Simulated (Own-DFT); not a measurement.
GaP (zincblende, atoms displaced) (calculated)

All values are calculated (Own-DFT development build). A calculation, not a measurement: plane-wave PBE density functional theory by an unreviewed code, no spin, of a simulated periodic cell, stress positive in tension, free energy of the whole cell less one offset for each atom, forces on such cells passed a denser k mesh, this cell's mesh not checked; offsets are fitted by least squares, one for each functional and potential file, so energies compare only between cells with the same atoms and settings and are not formation energies; the far tail of each file's local potential was reset to the Coulomb form; each entry is a single point on an unrelaxed cell, so the pressure reflects the starting lattice, mostly measured values (interpolated for alloys), from which strain is counted, and rises with the displacements; printed positions are rounded, which can move forces by about a meV/angstrom; the program, named Own-DFT, is a retired in-house code; no spin-orbit coupling.

Settings shared by all entries: functional PBE; potential files PseudoDojo norm-conserving, scalar-relativistic, standard set; wave cutoff 42 hartree; occupations Fermi-Dirac; smearing width 0.1 eV; k mesh 2 x 3 x 3 centred on Gamma.

(1) GaP (zincblende, atoms displaced)

```
GaP
1.0
     16.3515     0.0000     0.0000
      0.0000    10.9010     0.0000
      0.0000     0.0000    10.9010
Ga P Ga P Ga P Ga P Ga P Ga P Ga P Ga P Ga P Ga P Ga P Ga P
4 4 4 4 4 4 4 4 4 4 4 4 4 4 4 4 4 4 4 4 4 4 4 4
Direct
  0.00506 0.99503 0.00594
  0.99267 0.25616 0.24938
  0.16823 0.02757 0.26343
  0.16436 0.25903 0.00487
  0.08760 0.10961 0.13429
  0.07352 0.37423 0.38383
  0.24450 0.10920 0.35588
  0.23630 0.36330 0.12795
  0.99393 0.99940 0.49820
  0.01396 0.25233 0.73549
  0.15945 0.01215 0.74295
  0.15452 0.25980 0.48667
  0.08411 0.12918 0.60805
  0.09922 0.38296 0.87642
  0.24948 0.11555 0.86050
  0.25414 0.36823 0.66350
  0.98891 0.51063 0.99819
  0.00827 0.72559 0.23633
  0.15776 0.49774 0.25232
  0.15945 0.75936 0.99838
  0.08113 0.61887 0.13170
  0.10178 0.86942 0.36344
  0.24041 0.60891 0.37465
  0.26065 0.84912 0.12370
  0.00940 0.50536 0.50923
  0.01060 0.73891 0.72376
  0.14965 0.48868 0.75114
  0.16084 0.73988 0.52692
  0.07933 0.60906 0.62462
  0.08419 0.86290 0.89073
  0.25228 0.63492 0.88549
  0.25249 0.85135 0.59635
  0.32920 0.98765 0.00909
  0.32473 0.24696 0.26842
  0.51017 0.99084 0.24130
  0.50034 0.23935 0.00071
  0.41861 0.13323 0.11739
  0.42427 0.35614 0.35686
  0.57797 0.11909 0.36927
  0.57954 0.38413 0.11760
  0.32700 0.99014 0.50390
  0.34234 0.25974 0.74139
  0.50312 0.98642 0.74523
  0.51806 0.23260 0.52722
  0.42714 0.10482 0.66268
  0.40335 0.37405 0.86185
  0.59969 0.13863 0.84096
  0.58328 0.37738 0.64340
  0.34627 0.49438 0.99146
  0.33599 0.73734 0.23621
  0.49484 0.49921 0.23212
  0.49668 0.74501 0.99942
  0.41161 0.62200 0.13855
  0.43087 0.85813 0.38274
  0.58560 0.61804 0.38508
  0.56714 0.87542 0.13283
  0.31939 0.53868 0.51070
  0.31843 0.74929 0.75007
  0.49437 0.48933 0.75559
  0.49411 0.75820 0.51160
  0.43159 0.61723 0.61952
  0.42619 0.88699 0.87561
  0.58253 0.61890 0.86839
  0.58327 0.88337 0.66181
  0.66268 0.02252 0.00596
  0.64963 0.26789 0.23527
  0.85998 0.01677 0.27873
  0.82361 0.25600 0.97451
  0.75274 0.11627 0.12915
  0.73984 0.37080 0.34643
  0.92906 0.12224 0.36645
  0.91091 0.37793 0.13283
  0.66878 0.01344 0.48981
  0.66343 0.27238 0.76065
  0.83465 0.00427 0.74513
  0.83398 0.26317 0.50055
  0.74387 0.11832 0.62700
  0.75448 0.38152 0.86453
  0.91269 0.13037 0.87575
  0.92754 0.38068 0.63412
  0.66625 0.48655 0.99559
  0.66343 0.74231 0.24234
  0.83722 0.50588 0.24738
  0.82926 0.75770 0.98311
  0.74989 0.60094 0.11839
  0.75168 0.88346 0.36722
  0.92324 0.62590 0.37328
  0.92394 0.85754 0.12790
  0.65848 0.48046 0.51510
  0.65900 0.75589 0.72325
  0.83244 0.50799 0.75584
  0.80884 0.74253 0.49551
  0.75876 0.64206 0.64329
  0.74144 0.89511 0.88296
  0.91349 0.64014 0.87574
  0.92244 0.87364 0.62612
```

* free energy of cell above offsets: -16.930 eV
* pressure: 8.2 GPa
* stress xx: -8.34 GPa
* stress yy: -8.76 GPa
* stress zz: -7.49 GPa
* stress yz: 0.54 GPa
* stress xz: -1.92 GPa
* stress xy: 0.87 GPa

Force:
```
element  x (eV/Å)  y (eV/Å)  z (eV/Å)
     Ga    -1.437    -0.087     0.015
     Ga     1.579    -0.015    -1.016
     Ga    -5.736     -7.62    -5.254
     Ga    -0.237    -3.325    -1.107
      P    -1.697     2.739    -1.997
      P    -0.285     0.944     -2.16
      P     7.476     5.549     8.283
      P     2.949     1.966     1.528
     Ga     1.953    -1.204    -0.226
     Ga    -0.768    -0.071     2.238
     Ga     0.372    -1.672     0.224
     Ga     3.301    -1.082     1.433
      P    -0.326    -1.135     0.036
      P     -5.55    -2.843     3.483
      P     0.631     0.942     1.538
      P    -3.255      2.83    -4.968
     Ga      0.96    -0.932     0.382
     Ga    -2.158     3.857     3.111
     Ga     0.288    -1.442    -0.097
     Ga     3.019    -2.856     2.675
      P     2.498    -2.007    -3.814
      P    -2.145    -0.636      1.19
      P    -0.672     2.396    -1.091
      P    -2.491     2.449    -0.394
     Ga    -3.902    -1.689    -2.771
     Ga    -2.245     2.365     3.391
     Ga     4.764      3.21    -2.172
     Ga    -1.131    -0.716    -3.855
      P     3.103     0.806     1.068
      P    -2.188     2.589     -4.52
      P     -1.28    -1.496    -0.045
      P      0.59     1.892     3.341
     Ga     0.928      1.06    -1.162
     Ga     0.855     0.713    -1.995
     Ga    -4.532     3.727     3.543
     Ga     1.019     1.046    -2.086
      P     -1.62    -1.913     1.654
      P     0.295     0.876     2.242
      P     0.875     1.207     0.248
      P     -1.41    -0.204    -1.871
     Ga     2.069     0.904     -1.22
     Ga    -0.037    -5.144     0.264
     Ga    -0.227     1.398     5.101
     Ga    -2.083    -0.345    -1.206
      P    -3.796     3.973    -4.816
      P     3.797     0.102     2.397
      P     -4.14    -3.958     4.719
      P    -1.014    -0.232     -0.78
     Ga    -2.676     1.406       1.9
     Ga    -1.027     1.003     4.483
     Ga     0.834    -0.566     2.707
     Ga    -0.258    -0.126    -0.401
      P      1.85    -1.555    -3.835
      P    -3.461     2.961    -3.007
      P    -0.597     0.421    -0.264
      P      4.86    -3.761    -4.376
     Ga     2.274    -3.073     1.778
     Ga     2.552       0.5    -0.168
     Ga     0.068     1.014     0.457
     Ga     3.552    -1.326     1.568
      P    -2.661     0.033     0.966
      P    -2.155    -1.829     1.008
      P     0.261     0.189     0.486
      P     1.025    -0.179    -7.789
     Ga    -0.712    -0.907    -0.361
     Ga     1.388    -3.318     0.875
     Ga    -6.828    -7.117    -6.373
     Ga     1.222    -1.628     3.173
      P     0.383     1.889     0.618
      P     1.646      1.03     3.158
      P     3.436      6.11     5.846
      P     0.202    -0.801    -2.313
     Ga      -0.3    -1.275     0.122
     Ga     3.663     1.192    -2.192
     Ga    -0.082    -0.537     0.702
     Ga    -0.598    -0.745    -0.332
      P     1.153     2.095     -0.14
      P    -1.195     1.052    -0.004
      P     2.065    -0.319    -0.602
      P    -1.679     0.556    -0.644
     Ga    -0.003     0.976     -0.79
     Ga     0.282    -0.103     0.184
     Ga    -0.416     0.035     1.245
     Ga    -1.079     0.684     1.852
      P    -0.051     2.717    -0.475
      P    -0.209    -0.046    -0.378
      P    -1.092    -0.037     1.202
      P     -0.98     1.261      0.05
     Ga     1.905     1.753     -2.23
     Ga     2.997    -3.072     4.236
     Ga     1.834     0.128    -0.249
     Ga     3.107     1.314     -1.82
      P    -1.918    -2.337    -0.119
      P     0.451    -1.401    -1.218
      P      1.24    -0.819    -1.572
      P    -1.229    -0.357    -0.442
```

(2) GaP (zincblende, atoms displaced)

```
GaP
1.0
     16.3515     0.0000     0.0000
      0.0000    10.9010     0.0000
      0.0000     0.0000    10.9010
Ga P Ga P Ga P Ga P Ga P Ga P Ga P Ga P Ga P Ga P Ga P Ga P
4 4 4 4 4 4 4 4 4 4 4 4 4 4 4 4 4 4 4 4 4 4 4 4
Direct
  0.01347 0.97641 0.98723
  0.99537 0.26787 0.24124
  0.17189 0.00916 0.24593
  0.16425 0.24475 0.99403
  0.07863 0.11403 0.14318
  0.09035 0.38141 0.36685
  0.22810 0.12174 0.37117
  0.24387 0.37322 0.12729
  0.99628 0.00979 0.50440
  0.00125 0.22825 0.76476
  0.16496 0.98595 0.74946
  0.15953 0.26107 0.48090
  0.08007 0.12179 0.65621
  0.08355 0.37801 0.86406
  0.24966 0.11916 0.87628
  0.24562 0.37320 0.62140
  0.99599 0.50278 0.99268
  0.98968 0.74970 0.26900
  0.16321 0.51611 0.24134
  0.15002 0.74937 0.02353
  0.06258 0.61537 0.11849
  0.07564 0.84945 0.41169
  0.25312 0.62504 0.35357
  0.23826 0.88392 0.11039
  0.00613 0.47713 0.48658
  0.00793 0.73721 0.75190
  0.17027 0.52059 0.73646
  0.16684 0.75321 0.49810
  0.07857 0.60483 0.63047
  0.09623 0.88571 0.87521
  0.24839 0.62976 0.86440
  0.24703 0.89376 0.62328
  0.33086 0.01637 0.98983
  0.33879 0.25688 0.26250
  0.52292 0.97748 0.27603
  0.48355 0.24358 0.98193
  0.40953 0.11182 0.12441
  0.41674 0.35392 0.35878
  0.57835 0.12089 0.38163
  0.57098 0.36982 0.12924
  0.32897 0.00390 0.49283
  0.33329 0.26837 0.73184
  0.49991 0.98262 0.74743
  0.49017 0.24567 0.51038
  0.41889 0.13641 0.62683
  0.40553 0.32835 0.88373
  0.59906 0.11632 0.88100
  0.58831 0.36494 0.65574
  0.33103 0.47879 0.01209
  0.32207 0.73147 0.26576
  0.49636 0.50785 0.27469
  0.49523 0.76123 0.00183
  0.39492 0.63096 0.11415
  0.41796 0.88664 0.37636
  0.57474 0.62246 0.36848
  0.59339 0.83664 0.12261
  0.34719 0.50587 0.49090
  0.33457 0.76945 0.74319
  0.51223 0.48186 0.77495
  0.48730 0.72742 0.48818
  0.41122 0.61147 0.64068
  0.41068 0.87304 0.87629
  0.58154 0.60756 0.88831
  0.58675 0.86543 0.61717
  0.66055 0.98683 0.00772
  0.65928 0.23402 0.25616
  0.83489 0.02384 0.25700
  0.84787 0.23722 0.00343
  0.75536 0.13378 0.10618
  0.74404 0.37778 0.35964
  0.92158 0.11929 0.38058
  0.90494 0.37427 0.12166
  0.65987 0.02371 0.50065
  0.67515 0.23642 0.76022
  0.83389 0.97977 0.72987
  0.84599 0.24823 0.49399
  0.72721 0.12802 0.61387
  0.76043 0.39497 0.88317
  0.92739 0.15251 0.87902
  0.90774 0.36311 0.63234
  0.66365 0.50074 0.01109
  0.66366 0.76010 0.26524
  0.83217 0.51387 0.25414
  0.82855 0.73498 0.99094
  0.75796 0.62756 0.12469
  0.75985 0.86454 0.37193
  0.92877 0.62141 0.38463
  0.90996 0.86430 0.13202
  0.67693 0.49364 0.49945
  0.67190 0.74323 0.74929
  0.83532 0.52836 0.75111
  0.82943 0.75176 0.51257
  0.77337 0.61443 0.64259
  0.75352 0.87609 0.87664
  0.92977 0.61827 0.86731
  0.91497 0.88360 0.62148
```

- free energy of cell above offsets: -20.000 eV
- pressure: 7.61 GPa
- stress xx: -7.89 GPa
- stress yy: -6.56 GPa
- stress zz: -8.37 GPa
- stress yz: 0.75 GPa
- stress xz: -1.66 GPa
- stress xy: -0.09 GPa

Force:
```
element  x (eV/Å)  y (eV/Å)  z (eV/Å)
     Ga    -3.515     2.801     3.147
     Ga     0.582    -1.111     0.281
     Ga    -1.828    -3.112    -1.413
     Ga    -0.674      0.01     0.556
      P    -0.934     1.088     -2.04
      P     -0.91     0.217    -2.136
      P     4.322     1.786     2.312
      P    -0.357    -0.758     0.897
     Ga     2.004    -0.934     1.496
     Ga     2.585     5.778    -3.557
     Ga     1.408     2.978    -0.264
     Ga     0.893    -1.492     3.223
      P     1.353    -0.802    -4.199
      P     0.488     0.128     0.651
      P    -1.198     1.611    -2.508
      P    -0.366      1.33    -1.769
     Ga     0.089    -3.626    -0.215
     Ga     1.336     1.228    -1.857
     Ga    -0.339    -0.845    -1.203
     Ga     0.956    -0.569    -1.519
      P     1.704      1.88     2.592
      P     -2.18     3.373    -3.259
      P    -5.274    -4.868     6.942
      P     1.475     -0.65     1.439
     Ga    -1.793     0.686     2.462
     Ga     0.386      2.25    -0.444
     Ga     1.168    -2.404     1.695
     Ga     2.434    -2.546     2.098
      P    -0.693     1.619    -2.772
      P      -0.9    -4.773    -0.452
      P     0.654      0.48     1.681
      P     1.126    -2.198    -1.124
     Ga     0.204     -2.04     1.019
     Ga    -5.255    -4.222    -4.467
     Ga    -1.645    -0.966    -3.059
     Ga     6.669    -4.564     5.629
      P     1.726     0.543     1.642
      P     3.842      4.35     4.778
      P    -0.506     2.102    -0.108
      P     0.186    -0.016    -0.142
     Ga     0.043     1.471     0.104
     Ga    -1.264    -2.161    -0.075
     Ga     0.841     0.932      0.09
     Ga     2.435     1.975    -1.151
      P    -1.876    -3.149     1.211
      P    -3.549     7.169    -3.289
      P    -3.259    -0.027     -0.02
      P     0.045    -0.038    -3.028
     Ga    -0.191     0.538     -2.01
     Ga     5.526     7.529    -5.835
     Ga    -2.077    -2.365    -4.315
     Ga     -0.94    -2.255    -0.401
      P     2.492     0.223     1.003
      P    -1.103    -2.124    -0.049
      P     3.476     1.297     2.412
      P    -1.539     3.308    -0.601
     Ga    -1.767    -1.444     -0.17
     Ga    -1.336    -1.664     -0.29
     Ga    -2.754    -0.611    -0.478
     Ga      0.03     1.452     1.875
      P     1.286     0.642     -0.01
      P     0.934     1.301     0.387
      P     0.205     3.294     0.013
      P    -0.645     -0.48    -0.439
     Ga     1.608    -0.112     0.301
     Ga     0.522     1.422    -1.838
     Ga    -0.679    -1.827    -1.726
     Ga    -2.055     1.982    -0.523
      P    -1.988    -1.666     2.366
      P     1.111    -0.957     0.471
      P     0.364     1.868    -1.262
      P     1.348     1.865     1.008
     Ga    -0.784    -5.214    -1.253
     Ga     0.595     2.124     1.487
     Ga    -2.715     3.304     2.499
     Ga    -2.662     0.234     0.095
      P     6.126     1.426     1.753
      P    -0.473    -1.534    -0.163
      P    -3.542    -7.116     2.979
      P     1.889     1.019     0.345
     Ga     0.953    -1.298     1.091
     Ga     2.126    -2.323     0.842
     Ga     0.829    -0.693      0.41
     Ga      1.65     1.095    -0.342
      P    -2.437    -0.194     0.716
      P     -1.11     1.969     0.428
      P    -2.971    -1.396     1.243
      P     0.607     0.994    -0.837
     Ga    -0.945     0.189     1.371
     Ga    -0.263    -0.128     0.278
     Ga     6.359    -8.165     7.192
     Ga     1.384    -0.406    -0.673
      P    -9.123     6.372    -8.551
      P    -0.371    -0.389    -0.194
      P    -2.066     1.684     0.526
      P     2.482    -2.687    -1.006
```

(3) GaP (zincblende, atoms displaced)

```
GaP
1.0
     16.3515     0.0000     0.0000
      0.0000    10.9010     0.0000
      0.0000     0.0000    10.9010
Ga P Ga P Ga P Ga P Ga P Ga P Ga P Ga P Ga P Ga P Ga P Ga P
4 4 4 4 4 4 4 4 4 4 4 4 4 4 4 4 4 4 4 4 4 4 4 4
Direct
  0.00988 0.99395 0.01186
  0.00523 0.26776 0.26307
  0.15930 0.00308 0.23747
  0.16668 0.24277 0.99694
  0.09448 0.14563 0.14544
  0.07762 0.38285 0.35926
  0.24646 0.12355 0.35277
  0.23891 0.38086 0.12017
  0.01370 0.00101 0.50342
  0.98905 0.24392 0.77411
  0.16554 0.99300 0.73815
  0.18184 0.26410 0.49417
  0.08166 0.14448 0.63026
  0.07681 0.35645 0.87405
  0.25108 0.12093 0.87112
  0.24475 0.40263 0.62873
  0.99738 0.50767 0.98453
  0.99149 0.75714 0.23685
  0.15912 0.49726 0.26030
  0.16644 0.75832 0.00636
  0.08404 0.63101 0.13042
  0.08084 0.90011 0.35844
  0.23359 0.63259 0.37641
  0.24529 0.88374 0.13345
  0.00196 0.49648 0.49442
  0.01612 0.73599 0.74805
  0.16379 0.50843 0.76010
  0.16946 0.76565 0.50289
  0.07059 0.61095 0.61876
  0.07246 0.87464 0.85727
  0.24696 0.65161 0.88152
  0.24350 0.89869 0.60978
  0.33901 0.00103 0.98848
  0.31865 0.24367 0.26811
  0.50768 0.99163 0.24036
  0.50797 0.23407 0.98659
  0.41086 0.14455 0.11970
  0.40077 0.38094 0.38695
  0.56679 0.11906 0.38245
  0.58663 0.36043 0.14434
  0.32706 0.97964 0.50605
  0.33638 0.25514 0.74389
  0.49939 0.99773 0.76945
  0.50576 0.26158 0.48524
  0.40583 0.10631 0.62415
  0.42065 0.38570 0.89417
  0.58244 0.11070 0.89347
  0.57905 0.36954 0.62212
  0.33577 0.50035 0.99424
  0.32098 0.76128 0.25166
  0.49502 0.49431 0.22059
  0.48875 0.74658 0.00889
  0.42275 0.61888 0.13546
  0.42454 0.86161 0.32836
  0.57414 0.59831 0.36200
  0.58717 0.87075 0.12547
  0.34399 0.50817 0.48740
  0.34555 0.75523 0.76623
  0.51837 0.47654 0.74901
  0.48881 0.73643 0.47897
  0.41472 0.60527 0.61171
  0.42694 0.85705 0.87662
  0.57458 0.61120 0.86074
  0.58892 0.88776 0.61760
  0.66597 0.99690 0.00597
  0.67268 0.25617 0.22628
  0.81728 0.99984 0.23191
  0.81754 0.25826 0.98820
  0.75435 0.09291 0.12464
  0.73702 0.36427 0.35351
  0.90795 0.09985 0.39178
  0.90964 0.38142 0.11270
  0.66117 0.99797 0.52489
  0.67031 0.25310 0.73273
  0.83503 0.00849 0.74145
  0.84312 0.24120 0.50797
  0.75234 0.12662 0.61401
  0.74525 0.35049 0.85687
  0.92226 0.11007 0.87595
  0.91946 0.37476 0.59985
  0.66284 0.49733 0.01470
  0.67431 0.75339 0.26529
  0.83042 0.49959 0.28685
  0.84756 0.74702 0.99143
  0.75434 0.61496 0.12610
  0.75655 0.86719 0.38608
  0.91669 0.60750 0.37114
  0.91755 0.85737 0.12514
  0.65974 0.50965 0.50364
  0.66040 0.73591 0.75309
  0.83457 0.51900 0.74427
  0.83619 0.75582 0.50776
  0.74600 0.60671 0.65859
  0.74826 0.87903 0.87678
  0.90904 0.64788 0.89511
  0.91555 0.87720 0.61856
```

* free energy of cell above offsets: -18.323 eV
* pressure: 7.93 GPa
* stress xx: -8.33 GPa
* stress yy: -8.25 GPa
* stress zz: -7.21 GPa
* stress yz: -1.21 GPa
* stress xz: -0.74 GPa
* stress xy: 0.06 GPa

Force:
```
element  x (eV/Å)  y (eV/Å)  z (eV/Å)
     Ga    -0.496     0.698     0.338
     Ga    -4.565    -3.569     -2.92
     Ga     1.528     0.032     0.576
     Ga     0.416     0.297    -0.213
      P     -2.53    -0.157    -2.198
      P     2.312     0.814      4.54
      P    -2.237    -3.383     4.538
      P     1.321       0.2     0.362
     Ga    -1.319     0.827     0.843
     Ga     0.325     0.748    -3.287
     Ga    -1.469     2.308     1.577
     Ga    -1.507     -0.52      0.17
      P     0.703    -0.499    -0.484
      P     1.298     2.685     0.623
      P    -0.343     0.006    -0.627
      P     1.838    -1.191    -0.651
     Ga     0.328    -0.583     1.442
     Ga     2.851    -2.556     3.241
     Ga      1.24     1.512    -2.356
     Ga     -1.32     0.766     0.317
      P    -0.528    -0.377    -0.859
      P    -0.626    -3.361     1.253
      P     2.306     -0.45     0.024
      P     0.782     0.239    -2.389
     Ga    -0.526    -0.562    -1.335
     Ga     -3.85     0.281    -0.181
     Ga    -0.772    -0.029     0.309
     Ga    -2.119    -0.594     -0.74
      P     3.222     1.062      0.38
      P     2.708     1.097     2.006
      P      0.86    -2.063    -0.814
      P    -1.427    -4.412     3.338
     Ga     -0.22     0.134     1.127
     Ga     3.426     4.003    -3.698
     Ga    -0.796     2.448    -0.895
     Ga    -2.226     2.862     2.842
      P     0.622    -1.476     0.445
      P     3.353    -3.909    -4.155
      P     2.906    -0.774    -1.017
      P    -3.387     1.717    -4.495
     Ga     4.055     2.972    -4.916
     Ga    -0.519     0.396     0.425
     Ga     0.248      0.19    -2.143
     Ga     -2.54    -0.109     0.718
      P     1.769     1.242     0.561
      P     1.373    -2.121    -2.918
      P     1.771    -0.045    -3.261
      P     2.118     -1.65    -1.973
     Ga     -1.75     1.359     1.648
     Ga    -0.485    -2.027     0.041
     Ga     1.546    -3.123     3.436
     Ga     2.749    -1.307     0.845
      P    -4.373     2.454    -2.153
      P    -1.148     0.146     3.731
      P     0.909     2.135     0.664
      P     0.254    -1.259    -0.258
     Ga    -5.679     2.085     1.101
     Ga    -2.163    -1.995    -3.183
     Ga    -4.335     0.868     1.012
     Ga     0.855     0.274     0.127
      P     2.225     3.056     3.561
      P    -0.537     2.956     0.653
      P     1.085     1.927     3.255
      P    -4.742    -5.259     3.816
     Ga     0.206    -1.547    -0.404
     Ga     1.461    -5.031     1.421
     Ga     6.986    -5.959     7.488
     Ga     2.875    -2.152     1.981
      P    -5.326     8.069    -5.861
      P     2.093     1.217     4.381
      P     0.979     0.954    -2.095
      P     0.084    -0.335     1.127
     Ga     3.329     3.335    -4.709
     Ga    -1.574    -2.196    -0.647
     Ga    -0.269    -1.008     0.538
     Ga    -1.681     0.056    -2.078
      P    -0.395     0.149     0.941
      P     0.146     4.124     0.913
      P    -2.047    -0.435     1.819
      P    -0.191     0.543     3.737
     Ga     0.059    -0.336    -1.118
     Ga    -0.946    -1.628    -1.137
     Ga    -2.105    -2.113    -3.971
     Ga    -9.054     6.829     6.745
      P     0.312     1.212     0.531
      P    -1.414     1.554    -0.402
      P     1.933     3.952     1.924
      P    -2.235     4.438    -1.553
     Ga     0.762    -1.042    -0.358
     Ga     0.072     2.195     0.365
     Ga     4.637    -3.974     3.022
     Ga     0.242    -2.235     0.012
      P      -3.6     3.297    -5.413
      P     0.468    -0.797    -0.643
      P     7.616    -8.491    -9.542
      P     1.805    -0.081     1.218
```
